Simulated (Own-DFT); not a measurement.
# Around an empty site: hexagonal WC, 63 atoms (C31W32), with one C vacancy

All numbers below are calculated, not measured. The program, named Own-DFT, is a retired in-house plane-wave density functional code that no person has reviewed. Each row is one single-point run on a periodic cell that was not relaxed, without spin or spin-orbit coupling.

Settings of every run: PBE; PseudoDojo norm-conserving scalar-relativistic files; cutoff 50 hartree; 4 x 4 x 4 k mesh centred on Gamma; cold (Marzari-Vanderbilt) smearing of 0.2 eV.

Known limits: forces on such cells moved up to 12 meV/angstrom on a denser k mesh; stress not checked against mesh or cutoff.

Cell vectors in Å: (5.833, -5.052, -2.839); (0.000, -5.052, 8.518); (-5.833, -5.052, -2.839). Every atom was also moved at random, by a Gaussian of width 0.03 Å on each axis. The defect's site can differ from row to row. The empty site has 6 nearest neighbours, all W. For each, d is its distance from the empty site and R the part of its force along the line away from it, positive outwards. The last column is the rms force component on atoms over 4.5 Å away.

| run | d1 (Å) | d2 (Å) | d3 (Å) | d4 (Å) | d5 (Å) | d6 (Å) | R1 (eV/Å) | R2 (eV/Å) | R3 (eV/Å) | R4 (eV/Å) | R5 (eV/Å) | R6 (eV/Å) | far F (eV/Å) |
|---|---|---|---|---|---|---|---|---|---|---|---|---|---|
| 1 | 2.167 | 2.173 | 2.177 | 2.201 | 2.222 | 2.234 | 2.00 | 1.85 | 0.78 | 0.69 | 0.03 | -0.50 | 0.88 |
| 2 | 2.138 | 2.173 | 2.225 | 2.236 | 2.266 | 2.277 | 1.49 | 1.08 | -0.43 | 0.20 | -0.73 | -1.18 | 1.05 |
| 3 | 2.166 | 2.194 | 2.196 | 2.213 | 2.225 | 2.261 | 1.09 | 0.92 | 0.27 | 0.51 | -0.05 | -1.30 | 0.89 |
| 4 | 2.195 | 2.209 | 2.210 | 2.211 | 2.230 | 2.236 | 0.17 | 0.15 | -0.44 | 0.07 | -0.04 | 0.07 | 0.94 |
| 5 | 2.201 | 2.202 | 2.206 | 2.209 | 2.214 | 2.243 | 0.21 | 0.34 | 0.25 | 0.36 | 0.53 | -0.43 | 0.85 |
| 6 | 2.167 | 2.180 | 2.209 | 2.211 | 2.236 | 2.257 | 1.24 | 0.82 | 0.05 | 0.83 | -0.53 | -0.20 | 0.88 |
| 7 | 2.133 | 2.163 | 2.205 | 2.216 | 2.237 | 2.259 | 2.04 | 1.77 | 0.19 | 0.36 | -0.35 | -0.82 | 0.96 |
| 8 | 2.175 | 2.176 | 2.189 | 2.209 | 2.220 | 2.253 | 1.05 | 1.15 | 0.38 | 0.88 | -0.09 | 0.09 | 0.89 |
| 9 | 2.177 | 2.180 | 2.181 | 2.229 | 2.239 | 2.241 | ? | ? | ? | ? | ? | ? | ? |

## Worked fit

A straight line through the 48 neighbours shown gives R = 0.35 - 21.4 (d - 2.208) eV/Å, with a scatter of 0.35 left by the moves of the other atoms. The slope, with an error of 1.6, is the pull back towards the neighbour's own site. The constant, 0.35 ± 0.05 eV/Å, is the force at the mean distance: with one bond gone, the neighbours are pushed outwards, away from the empty site. It shows how a relaxation would start, not where it would end, and it depends somewhat on the width of the random moves.

## Withheld run

Question: what mean R should the neighbours of run 9 feel? Their mean d is 2.208 Å.

The line gives 0.37 ± 0.13 eV/Å, by the scatter of the means of the runs shown. The calculation gave R = 0.97, 1.40, 1.25, -0.98, -0.34, -0.51, a mean of 0.30 eV/Å.
